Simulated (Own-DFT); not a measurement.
Simulation results for InAs (zincblende, strongly disordered by large displacements), GaP (zincblende, strongly disordered by large displacements)

Computed with Own-DFT development build. A calculation, not a measurement: plane-wave PBE density functional theory by an unreviewed code, no spin, of a simulated periodic cell, stress positive in tension, free energy of the whole cell less one offset for each atom, forces on such cells passed a denser k mesh, this cell's mesh not checked; broken bonds can close the gap or carry spin, so checks made on this kind of crystal may not hold here; offsets are fitted by least squares, one for each functional and potential file, so energies compare only between cells with the same atoms and settings and are not formation energies; the far tail of each file's local potential was reset to the Coulomb form; each entry is a single point on an unrelaxed cell, so the pressure reflects the starting lattice, mostly measured values (interpolated for alloys), from which strain is counted, and rises with the displacements; printed positions are rounded, which can move forces by about a meV/angstrom; the program, named Own-DFT, is a retired in-house code; no spin-orbit coupling.

Common to all runs: functional PBE; potential files PseudoDojo norm-conserving, scalar-relativistic, standard set; wave cutoff 42 hartree; occupations Fermi-Dirac; smearing width 0.1 eV; k mesh 3 x 3 x 3 centred on Gamma.

```yaml
- entry: 1
  formula: InAs
  kind: "zincblende, strongly disordered by large displacements"
  structure:
    cell_angstrom: [[12.1166, 0.0, 0.0], [0.0, 12.1166, 0.0], [0.0, 0.0, 12.1166]]
    atoms_fractional:
      - [In, 0.97293, 0.97446, 0.003]
      - [In, 0.00548, 0.22752, 0.2471]
      - [In, 0.25395, 0.01344, 0.25465]
      - [In, 0.24453, 0.25237, 0.00789]
      - [As, 0.14937, 0.13185, 0.13795]
      - [As, 0.12494, 0.37175, 0.37322]
      - [As, 0.35493, 0.15083, 0.38267]
      - [As, 0.3569, 0.3987, 0.13144]
      - [In, 0.02095, 0.00526, 0.48718]
      - [In, 0.97347, 0.27992, 0.75972]
      - [In, 0.23129, 0.99289, 0.72254]
      - [In, 0.2454, 0.24187, 0.47718]
      - [As, 0.15045, 0.1261, 0.60545]
      - [As, 0.10115, 0.34874, 0.89814]
      - [As, 0.3824, 0.14523, 0.91795]
      - [As, 0.38878, 0.36674, 0.62814]
      - [In, 0.9934, 0.47071, 0.99852]
      - [In, 0.03977, 0.72361, 0.24947]
      - [In, 0.23883, 0.50717, 0.25666]
      - [In, 0.25458, 0.74437, 0.9885]
      - [As, 0.12421, 0.60133, 0.14025]
      - [As, 0.16335, 0.86239, 0.35923]
      - [As, 0.37235, 0.62321, 0.3853]
      - [As, 0.38304, 0.8337, 0.13731]
      - [In, 0.99566, 0.50149, 0.49809]
      - [In, 0.00189, 0.7648, 0.73548]
      - [In, 0.27027, 0.49389, 0.74109]
      - [In, 0.2448, 0.75547, 0.49954]
      - [As, 0.0991, 0.63244, 0.6369]
      - [As, 0.12551, 0.87302, 0.83977]
      - [As, 0.38382, 0.61516, 0.84675]
      - [As, 0.34933, 0.85035, 0.61429]
      - [In, 0.50093, 0.01648, 0.97536]
      - [In, 0.5194, 0.25909, 0.28003]
      - [In, 0.7408, 0.97917, 0.24686]
      - [In, 0.74422, 0.24573, 0.98694]
      - [As, 0.65096, 0.11732, 0.14033]
      - [As, 0.62002, 0.35883, 0.37428]
      - [As, 0.86967, 0.11551, 0.37948]
      - [As, 0.8546, 0.34915, 0.1347]
      - [In, 0.51334, 0.00225, 0.51355]
      - [In, 0.50619, 0.25165, 0.73701]
      - [In, 0.7636, 0.01975, 0.75936]
      - [In, 0.75609, 0.27529, 0.48968]
      - [As, 0.59496, 0.14287, 0.62834]
      - [As, 0.60849, 0.38825, 0.87932]
      - [As, 0.88586, 0.14506, 0.87334]
      - [As, 0.89014, 0.37164, 0.61082]
      - [In, 0.46861, 0.50547, 0.01088]
      - [In, 0.49709, 0.756, 0.26148]
      - [In, 0.74732, 0.4865, 0.21286]
      - [In, 0.74348, 0.74875, 0.01049]
      - [As, 0.64157, 0.64093, 0.16237]
      - [As, 0.61952, 0.8663, 0.40333]
      - [As, 0.86509, 0.63771, 0.34703]
      - [As, 0.89353, 0.88315, 0.11951]
      - [In, 0.49039, 0.49709, 0.47125]
      - [In, 0.49388, 0.70891, 0.75701]
      - [In, 0.77295, 0.52797, 0.73319]
      - [In, 0.75695, 0.74546, 0.50215]
      - [As, 0.64249, 0.61891, 0.61782]
      - [As, 0.64021, 0.88893, 0.87145]
      - [As, 0.89029, 0.58771, 0.88323]
      - [As, 0.89067, 0.89671, 0.60845]
  settings:
    hardware: "one NVIDIA H200"
  results:
    "free_energy_of_cell_above_offsets [eV]": "3.671"
    "pressure [GPa]": 10.47
    "stress_xx [GPa]": -10.06
    "stress_yy [GPa]": -10.78
    "stress_zz [GPa]": -10.58
    "stress_yz [GPa]": 0.61
    "stress_xz [GPa]": 0.06
    "stress_xy [GPa]": 1.54
    force_element: [In, In, In, In, As, As, As, As, In, In, In, In, As, As, As, As, In, In, In, In, As, As, As, As, In, In, In, In, As, As, As, As, In, In, In, In, As, As, As, As, In, In, In, In, As, As, As, As, In, In, In, In, As, As, As, As, In, In, In, In, As, As, As, As]
    "force_x [eV/angstrom]": [6.556, -1.001, 2.1, 0.245, -2.301, -1.362, 8.383, 0.379, 0.657, 1.837, 2.498, -4.34, -2.946, 3.262, -1.504, -1.759, -0.487, -2.983, 2.12, -0.448, -0.291, -2.85, -1.488, -2.72, 0.756, -3.376, -3.05, -2.485, 2.984, 0.276, -5.985, 5.296, 3.009, -6.758, 1.187, -1.445, -2.609, 5.419, -0.118, 2.824, -2.632, -2.604, -0.459, 0.574, 6.022, 0.874, -0.136, -1.89, 2.398, 1.974, -0.159, 0.92, -1.965, 0.211, 0.496, -5.31, 1.66, 7.15, -0.047, 1.499, -2.505, -0.955, -1.021, -1.58]
    "force_y [eV/angstrom]": [6.836, 0.804, -1.394, 1.364, -1.003, 0.625, -6.194, -2.601, -0.258, -1.07, 0.141, 6.455, 1.163, -0.029, 1.605, 0.98, 0.543, 3.83, -1.316, -0.259, -0.798, 1.27, 1.427, 3.876, 1.515, -0.01, -1.027, -4.529, -2.855, 0.464, -3.74, 3.22, -3.403, -6.846, -1.172, 0.568, 1.636, 7.854, 0.08, -1.463, -0.552, 3.172, -0.148, -2.507, -3.59, -0.048, -2.255, 1.131, 0.935, -1.642, 0.284, 0.016, 0.792, 0.387, -0.996, -7.188, -1.582, 7.189, -2.513, 0.614, 0.241, -1.517, 4.155, -0.67]
    "force_z [eV/angstrom]": [-8.382, 0.967, 0.071, 0.842, -1.6, -0.086, -5.526, 0.986, -0.793, -0.926, 0.733, 5.377, 1.1, -2.026, -4.234, -2.509, 4.026, 2.521, 2.84, -0.098, -6.685, -0.918, -1.344, -3.496, -1.722, 0.739, -0.929, -0.97, -2.16, 4.609, 7.492, 4.081, 2.913, -6.975, 1.763, 0.135, -1.545, 4.026, -0.321, -1.246, -0.427, 6.561, -1.668, 0.963, -3.179, -0.295, 1.263, -0.122, -0.804, 3.264, 2.664, -0.741, -1.865, -1.802, 0.759, 8.26, 2.503, -6.107, 0.725, 0.009, -0.922, -0.168, -0.437, 0.833]
    "wall_time [s]": 1201.0
- entry: 2
  formula: GaP
  kind: "zincblende, strongly disordered by large displacements"
  structure:
    cell_angstrom: [[10.901, 0.0, 0.0], [0.0, 10.901, 0.0], [0.0, 0.0, 10.901]]
    atoms_fractional:
      - [Ga, 0.99483, 0.99634, 0.00453]
      - [Ga, 0.02124, 0.19795, 0.27301]
      - [Ga, 0.25461, 0.01228, 0.23594]
      - [Ga, 0.26237, 0.24287, 0.98368]
      - [P, 0.10727, 0.12627, 0.13227]
      - [P, 0.11926, 0.39026, 0.33932]
      - [P, 0.36931, 0.12575, 0.38767]
      - [P, 0.39162, 0.37249, 0.13572]
      - [Ga, 0.98066, 0.99695, 0.4882]
      - [Ga, 0.98628, 0.23095, 0.77114]
      - [Ga, 0.27058, 0.0063, 0.76508]
      - [Ga, 0.23651, 0.28469, 0.53022]
      - [P, 0.09383, 0.10089, 0.62855]
      - [P, 0.11482, 0.40451, 0.87846]
      - [P, 0.34839, 0.12014, 0.88402]
      - [P, 0.34146, 0.37399, 0.64485]
      - [Ga, 0.00754, 0.48446, 0.00927]
      - [Ga, 0.01296, 0.72503, 0.28997]
      - [Ga, 0.23121, 0.51292, 0.26461]
      - [Ga, 0.23189, 0.76176, 0.0026]
      - [P, 0.13169, 0.62583, 0.1019]
      - [P, 0.10947, 0.8593, 0.3664]
      - [P, 0.3616, 0.62314, 0.37031]
      - [P, 0.35036, 0.86184, 0.11809]
      - [Ga, 0.99075, 0.49687, 0.49992]
      - [Ga, 0.99533, 0.77701, 0.72758]
      - [Ga, 0.23001, 0.48776, 0.7646]
      - [Ga, 0.25507, 0.72246, 0.47963]
      - [P, 0.12364, 0.59206, 0.63418]
      - [P, 0.13355, 0.87797, 0.88258]
      - [P, 0.36736, 0.65336, 0.87846]
      - [P, 0.38438, 0.88355, 0.63529]
      - [Ga, 0.47713, 0.93352, 0.00877]
      - [Ga, 0.50486, 0.24634, 0.26694]
      - [Ga, 0.75044, 0.0073, 0.2639]
      - [Ga, 0.72969, 0.29417, 0.01372]
      - [P, 0.62274, 0.14185, 0.09211]
      - [P, 0.6195, 0.36665, 0.34139]
      - [P, 0.87386, 0.11439, 0.39031]
      - [P, 0.90354, 0.36194, 0.13791]
      - [Ga, 0.50495, 0.97444, 0.50333]
      - [Ga, 0.49807, 0.25022, 0.75703]
      - [Ga, 0.7544, 0.00716, 0.76839]
      - [Ga, 0.72992, 0.26672, 0.48549]
      - [P, 0.62826, 0.13594, 0.62874]
      - [P, 0.64699, 0.38872, 0.87961]
      - [P, 0.87129, 0.11713, 0.85469]
      - [P, 0.89216, 0.36754, 0.62388]
      - [Ga, 0.49571, 0.52648, 0.01078]
      - [Ga, 0.48547, 0.73486, 0.25365]
      - [Ga, 0.75722, 0.5064, 0.247]
      - [Ga, 0.75247, 0.71079, 0.02089]
      - [P, 0.59868, 0.62439, 0.12467]
      - [P, 0.57651, 0.88319, 0.34115]
      - [P, 0.87476, 0.62458, 0.39283]
      - [P, 0.8868, 0.86998, 0.13588]
      - [Ga, 0.50427, 0.52135, 0.50756]
      - [Ga, 0.51751, 0.762, 0.73021]
      - [Ga, 0.74332, 0.50293, 0.77551]
      - [Ga, 0.71832, 0.76236, 0.52236]
      - [P, 0.6595, 0.62378, 0.63287]
      - [P, 0.61415, 0.85485, 0.88349]
      - [P, 0.91115, 0.63558, 0.90632]
      - [P, 0.85553, 0.86176, 0.60168]
  settings:
    hardware: "one NVIDIA H100"
  results:
    "free_energy_of_cell_above_offsets [eV]": "-0.240"
    "pressure [GPa]": 10.46
    "stress_xx [GPa]": -9.99
    "stress_yy [GPa]": -10.63
    "stress_zz [GPa]": -10.75
    "stress_yz [GPa]": -0.94
    "stress_xz [GPa]": 0.94
    "stress_xy [GPa]": -4.17
    force_element: [Ga, Ga, Ga, Ga, P, P, P, P, Ga, Ga, Ga, Ga, P, P, P, P, Ga, Ga, Ga, Ga, P, P, P, P, Ga, Ga, Ga, Ga, P, P, P, P, Ga, Ga, Ga, Ga, P, P, P, P, Ga, Ga, Ga, Ga, P, P, P, P, Ga, Ga, Ga, Ga, P, P, P, P, Ga, Ga, Ga, Ga, P, P, P, P]
    "force_x [eV/angstrom]": [-0.492, -2.805, -0.332, -3.606, 4.102, -3.582, -0.087, -1.682, 2.531, 3.761, -3.976, -4.444, 2.653, -0.695, 6.959, 6.743, -1.73, -2.199, 3.117, 0.426, -1.1, 4.429, 4.237, -1.349, 1.25, 1.523, 4.01, -4.367, -0.803, -2.102, 0.74, -1.771, 3.535, -3.538, -0.552, 3.952, -1.043, 3.099, -3.153, -2.064, -0.57, -0.435, -3.968, 1.74, -0.343, -6.839, -0.025, -2.5, -3.858, -1.286, 0.485, 0.967, 4.542, 3.697, -2.89, -1.605, -0.116, -0.83, 5.673, -0.729, -3.644, 2.956, -2.188, 2.172]
    "force_y [eV/angstrom]": [0.002, 4.334, -0.287, 5.62, -2.119, -4.553, 0.193, 0.52, -3.48, 3.986, -3.111, -4.866, 1.382, -7.264, -0.794, 2.659, 1.421, -2.452, 1.695, -1.923, -1.186, 4.533, -2.814, -0.601, -0.998, -1.937, 3.599, 4.181, 3.959, 1.94, -1.866, -1.398, 4.445, -4.321, -0.76, -2.591, -2.386, 4.799, 3.442, -0.138, 3.244, 0.063, -3.571, -0.253, -1.213, -0.605, 0.017, -0.446, -4.0, -0.161, -0.434, 2.687, 1.686, 0.939, 0.127, -0.914, -1.49, -1.628, 2.676, 0.534, -2.565, 0.592, 0.171, 3.678]
    "force_z [eV/angstrom]": [-0.643, 3.567, 1.275, 4.69, -5.693, 4.702, 0.344, -1.045, 2.165, -3.443, -4.005, -5.699, 0.637, 0.835, -0.072, 2.814, 2.589, -5.134, -4.86, -1.331, 3.738, 2.811, -1.371, 5.627, -0.215, 1.472, -0.627, 5.052, -2.146, -2.776, -1.167, -0.951, -3.066, -3.409, -2.859, 3.228, 2.513, 3.765, -1.293, 0.443, 0.503, 0.348, -3.09, 1.67, -0.516, -0.755, 7.094, 0.644, -3.969, -1.496, -0.274, -0.399, 3.958, 1.251, -0.24, 0.866, -0.16, 0.886, -2.627, -5.68, 1.344, -0.099, -2.242, 2.523]
    "wall_time [s]": 554.7
- entry: 3
  formula: InAs
  kind: "zincblende, strongly disordered by large displacements"
  structure:
    cell_angstrom: [[12.1166, 0.0, 0.0], [0.0, 12.1166, 0.0], [0.0, 0.0, 12.1166]]
    atoms_fractional:
      - [In, 0.00584, 0.05275, 0.05239]
      - [In, 0.04059, 0.27749, 0.23096]
      - [In, 0.20999, 0.99636, 0.21414]
      - [In, 0.23585, 0.25382, 0.9699]
      - [As, 0.16548, 0.15381, 0.12356]
      - [As, 0.09938, 0.40753, 0.35183]
      - [As, 0.40369, 0.07292, 0.425]
      - [As, 0.31747, 0.33228, 0.12168]
      - [In, 0.96445, 0.01324, 0.55932]
      - [In, 0.97654, 0.25674, 0.75403]
      - [In, 0.22303, 0.0116, 0.72196]
      - [In, 0.2463, 0.26339, 0.46884]
      - [As, 0.10875, 0.15269, 0.67707]
      - [As, 0.13058, 0.38545, 0.88885]
      - [As, 0.40356, 0.12114, 0.88028]
      - [As, 0.43901, 0.4105, 0.66539]
      - [In, 0.00919, 0.52311, 0.96688]
      - [In, 0.98353, 0.7343, 0.23808]
      - [In, 0.23214, 0.53288, 0.27267]
      - [In, 0.24694, 0.69796, 0.97437]
      - [As, 0.09775, 0.61787, 0.14655]
      - [As, 0.09122, 0.91715, 0.34003]
      - [As, 0.37382, 0.59931, 0.37973]
      - [As, 0.37556, 0.91299, 0.10666]
      - [In, 0.95892, 0.48941, 0.47664]
      - [In, 0.01765, 0.76445, 0.75812]
      - [In, 0.26266, 0.52233, 0.66189]
      - [In, 0.25839, 0.76929, 0.45231]
      - [As, 0.14016, 0.65572, 0.61518]
      - [As, 0.1514, 0.88538, 0.85118]
      - [As, 0.39033, 0.56599, 0.82669]
      - [As, 0.39444, 0.91021, 0.64278]
      - [In, 0.50428, 0.98257, 0.98797]
      - [In, 0.50002, 0.2324, 0.20762]
      - [In, 0.74278, 0.0082, 0.28675]
      - [In, 0.77977, 0.25134, 0.06368]
      - [As, 0.6423, 0.14379, 0.13086]
      - [As, 0.62428, 0.36008, 0.38053]
      - [As, 0.90041, 0.16194, 0.31886]
      - [As, 0.89479, 0.40439, 0.16408]
      - [In, 0.5403, 0.9881, 0.51392]
      - [In, 0.471, 0.25673, 0.77052]
      - [In, 0.70198, 0.00064, 0.72615]
      - [In, 0.79656, 0.21587, 0.501]
      - [As, 0.65285, 0.11367, 0.58658]
      - [As, 0.60081, 0.35975, 0.8913]
      - [As, 0.8937, 0.15876, 0.95161]
      - [As, 0.83184, 0.3582, 0.61709]
      - [In, 0.52271, 0.52402, 0.98874]
      - [In, 0.50926, 0.76276, 0.24565]
      - [In, 0.74538, 0.46603, 0.28927]
      - [In, 0.75452, 0.78066, 0.99577]
      - [As, 0.6126, 0.63361, 0.11076]
      - [As, 0.59604, 0.88665, 0.36561]
      - [As, 0.89672, 0.62618, 0.36614]
      - [As, 0.83709, 0.90931, 0.15906]
      - [In, 0.49723, 0.5341, 0.50421]
      - [In, 0.46664, 0.77058, 0.74411]
      - [In, 0.7751, 0.51586, 0.71659]
      - [In, 0.78521, 0.6951, 0.4987]
      - [As, 0.61872, 0.60198, 0.67117]
      - [As, 0.64214, 0.89055, 0.90133]
      - [As, 0.82999, 0.58539, 0.88131]
      - [As, 0.8735, 0.85514, 0.61046]
  settings:
    hardware: "one NVIDIA H200"
  results:
    "free_energy_of_cell_above_offsets [eV]": "24.086"
    "pressure [GPa]": 13.54
    "stress_xx [GPa]": -13.66
    "stress_yy [GPa]": -13.99
    "stress_zz [GPa]": -12.99
    "stress_yz [GPa]": 0.75
    "stress_xz [GPa]": 0.01
    "stress_xy [GPa]": 2.23
    force_element: [In, In, In, In, As, As, As, As, In, In, In, In, As, As, As, As, In, In, In, In, As, As, As, As, In, In, In, In, As, As, As, As, In, In, In, In, As, As, As, As, In, In, In, In, As, As, As, As, In, In, In, In, As, As, As, As, In, In, In, In, As, As, As, As]
    "force_x [eV/angstrom]": [0.713, -0.021, 3.751, 2.123, -0.05, 1.722, -5.215, 2.973, 2.259, -2.989, 3.575, 0.471, 1.033, -1.684, -3.545, -0.936, -0.718, -0.813, -0.041, 0.452, 2.29, -1.599, 0.547, -2.365, 1.687, -1.344, 0.623, -0.754, -3.111, -0.644, -0.288, -2.046, 0.319, -4.196, -1.753, -0.474, 0.026, -3.663, -1.428, -0.288, -0.397, 1.623, 2.193, 0.589, 0.002, 2.691, -0.188, 2.677, -2.097, -2.317, 1.817, 3.016, 2.873, 2.413, -1.891, 3.868, 3.965, 1.932, 1.747, -3.835, -4.001, -0.773, 1.417, -1.921]
    "force_y [eV/angstrom]": [-4.562, -2.058, -2.364, -3.105, 2.409, 0.442, 3.76, 3.015, 3.366, 2.97, -1.16, -0.575, 0.354, 1.86, -1.856, 1.739, 0.146, 6.483, -1.505, 0.747, -1.316, -2.467, 3.564, -3.085, -2.828, -0.643, -2.835, 1.314, 1.889, -1.29, 1.51, 1.804, 3.019, 2.594, 2.916, 5.093, -5.504, -2.143, -1.758, 0.791, -3.426, -0.815, -2.951, -1.73, 5.435, -0.125, 0.119, 1.504, -2.414, -1.438, 3.094, -3.714, 2.138, -1.578, -0.536, -3.548, -2.218, -3.731, -2.015, 2.101, 3.895, 0.862, 2.644, -2.285]
    "force_z [eV/angstrom]": [1.314, -2.415, 0.39, -3.548, 0.247, 3.967, -4.11, 4.395, -1.774, 3.408, 0.253, 0.443, -4.566, -4.109, 0.601, -1.846, 1.419, -0.63, -2.544, -0.071, -3.947, 3.285, -1.483, 2.678, 4.12, -0.398, 0.926, 0.585, -2.016, 3.679, 0.814, -2.612, 1.038, 2.809, 1.899, 0.638, -0.447, 2.657, 1.961, -2.391, 2.919, -0.895, 3.453, -4.456, 0.985, 1.039, -7.004, 1.525, -1.911, -2.167, -2.143, 3.065, 3.0, -0.361, -2.679, -3.75, 1.388, 3.008, -0.732, 3.357, -2.32, -5.841, 3.838, 2.062]
    "wall_time [s]": 1236.0
- entry: 4
  formula: InAs
  kind: "zincblende, strongly disordered by large displacements"
  structure:
    cell_angstrom: [[12.1166, 0.0, 0.0], [0.0, 12.1166, 0.0], [0.0, 0.0, 12.1166]]
    atoms_fractional:
      - [In, 0.99212, 0.95237, 0.95894]
      - [In, 0.9915, 0.25764, 0.2474]
      - [In, 0.24713, 0.97268, 0.20417]
      - [In, 0.22611, 0.23755, 0.00871]
      - [As, 0.13637, 0.11724, 0.10486]
      - [As, 0.09603, 0.34899, 0.37559]
      - [As, 0.39998, 0.124, 0.40848]
      - [As, 0.35402, 0.35919, 0.1113]
      - [In, 0.96127, 0.02158, 0.49883]
      - [In, 0.97688, 0.23252, 0.75864]
      - [In, 0.26002, 0.03292, 0.73313]
      - [In, 0.21608, 0.25937, 0.48594]
      - [As, 0.0774, 0.14203, 0.6574]
      - [As, 0.13452, 0.37469, 0.87767]
      - [As, 0.3776, 0.14538, 0.85418]
      - [As, 0.33578, 0.34605, 0.62444]
      - [In, 0.99888, 0.5296, 0.99067]
      - [In, 0.99987, 0.74064, 0.27915]
      - [In, 0.21244, 0.50796, 0.25601]
      - [In, 0.19561, 0.73324, 0.00295]
      - [As, 0.11171, 0.6287, 0.16897]
      - [As, 0.12562, 0.90793, 0.42294]
      - [As, 0.42207, 0.59566, 0.34118]
      - [As, 0.37355, 0.88975, 0.10374]
      - [In, 0.98486, 0.49262, 0.47204]
      - [In, 0.03167, 0.71603, 0.75581]
      - [In, 0.28075, 0.51334, 0.76467]
      - [In, 0.25406, 0.73838, 0.50476]
      - [As, 0.14828, 0.60918, 0.60019]
      - [As, 0.15659, 0.90965, 0.87518]
      - [As, 0.34686, 0.65485, 0.89462]
      - [As, 0.3444, 0.87877, 0.56243]
      - [In, 0.5079, 0.93293, 0.98836]
      - [In, 0.51022, 0.21759, 0.23477]
      - [In, 0.75591, 0.03442, 0.25142]
      - [In, 0.80116, 0.22812, 0.98476]
      - [As, 0.62443, 0.07003, 0.15126]
      - [As, 0.62635, 0.32793, 0.39352]
      - [As, 0.92329, 0.11492, 0.30674]
      - [As, 0.87471, 0.42651, 0.08768]
      - [In, 0.53268, 0.05053, 0.48286]
      - [In, 0.50319, 0.25752, 0.76224]
      - [In, 0.8004, 0.99041, 0.81194]
      - [In, 0.75135, 0.25076, 0.5282]
      - [As, 0.63269, 0.17299, 0.62502]
      - [As, 0.6171, 0.34678, 0.884]
      - [As, 0.84927, 0.14933, 0.84187]
      - [As, 0.89951, 0.36055, 0.57604]
      - [In, 0.50644, 0.50175, 0.03881]
      - [In, 0.46757, 0.74827, 0.28479]
      - [In, 0.768, 0.48155, 0.28189]
      - [In, 0.72481, 0.76473, 0.98017]
      - [As, 0.60637, 0.64158, 0.1561]
      - [As, 0.61408, 0.88946, 0.33551]
      - [As, 0.90548, 0.66359, 0.42137]
      - [As, 0.8546, 0.86343, 0.09772]
      - [In, 0.5235, 0.47011, 0.52364]
      - [In, 0.50059, 0.79436, 0.77351]
      - [In, 0.71, 0.47521, 0.73409]
      - [In, 0.79124, 0.7837, 0.45399]
      - [As, 0.59729, 0.61093, 0.58077]
      - [As, 0.62694, 0.86655, 0.88854]
      - [As, 0.89008, 0.60573, 0.85322]
      - [As, 0.88187, 0.88928, 0.63427]
  settings:
    hardware: "one NVIDIA H200"
  results:
    "free_energy_of_cell_above_offsets [eV]": "37.854"
    "pressure [GPa]": 15.89
    "stress_xx [GPa]": -17.29
    "stress_yy [GPa]": -17.58
    "stress_zz [GPa]": -12.79
    "stress_yz [GPa]": 1.2
    "stress_xz [GPa]": 1.76
    "stress_xy [GPa]": -1.6
    force_element: [In, In, In, In, As, As, As, As, In, In, In, In, As, As, As, As, In, In, In, In, As, As, As, As, In, In, In, In, As, As, As, As, In, In, In, In, As, As, As, As, In, In, In, In, As, As, As, As, In, In, In, In, As, As, As, As, In, In, In, In, As, As, As, As]
    "force_x [eV/angstrom]": [-2.457, 2.222, -3.653, 3.315, -5.088, 0.724, -10.15, 1.339, 0.526, 0.869, -0.494, 2.563, 7.915, -1.149, -1.034, 2.39, 4.938, 0.578, 5.254, -0.009, -2.229, 1.025, -4.579, -0.317, 2.335, 0.792, -1.029, -2.127, -1.921, 1.722, 2.834, 4.783, -4.73, -1.554, 7.237, -4.003, -7.909, -0.755, -3.02, -2.929, 8.135, -1.389, -3.513, 5.644, -5.361, 2.387, -0.417, -0.185, -0.779, 1.957, -0.859, 6.536, 2.087, 1.282, 3.916, 1.683, -6.087, -4.68, 0.753, -8.989, 5.552, 4.469, -3.739, -0.625]
    "force_y [eV/angstrom]": [1.111, 7.554, 2.626, 3.498, -3.955, 4.15, 5.118, 1.06, 1.286, 11.2, -0.723, -3.44, -6.374, 0.904, -2.282, 1.71, -0.076, 4.641, -5.062, 1.269, 2.609, -0.797, -10.24, -5.075, 1.485, 1.687, -1.414, -4.292, -2.57, -2.279, -0.248, 6.908, 7.291, 1.533, -3.375, 5.747, 2.417, 1.429, -8.922, -3.963, -5.831, 0.312, -10.54, 2.067, -5.908, 2.765, 1.536, -0.822, -0.637, 9.963, 0.342, -9.514, -0.063, 0.385, -7.978, 0.86, -9.246, -2.821, 0.643, 7.995, 9.598, 4.794, 1.418, -1.464]
    "force_z [eV/angstrom]": [2.193, -7.553, 4.7, -4.349, 3.331, -1.366, -5.83, 1.796, 0.204, 2.331, -1.932, 2.471, -8.281, -0.443, 2.946, 1.201, 0.136, -1.789, 2.94, 0.603, -5.103, -2.221, 4.186, 1.036, 0.056, -1.175, -1.352, -3.665, 1.755, -1.395, 0.011, 3.734, 4.078, 0.315, 5.005, 9.879, -8.488, -2.733, 5.057, 3.154, 4.645, -3.495, -3.145, -4.969, 5.532, 3.151, -1.901, 4.289, -1.106, -4.265, -0.317, 6.308, -0.64, 1.885, -0.395, 2.027, -3.733, -5.084, -0.51, 2.818, 5.04, -10.44, -1.894, 0.76]
    "wall_time [s]": 1222.0
```
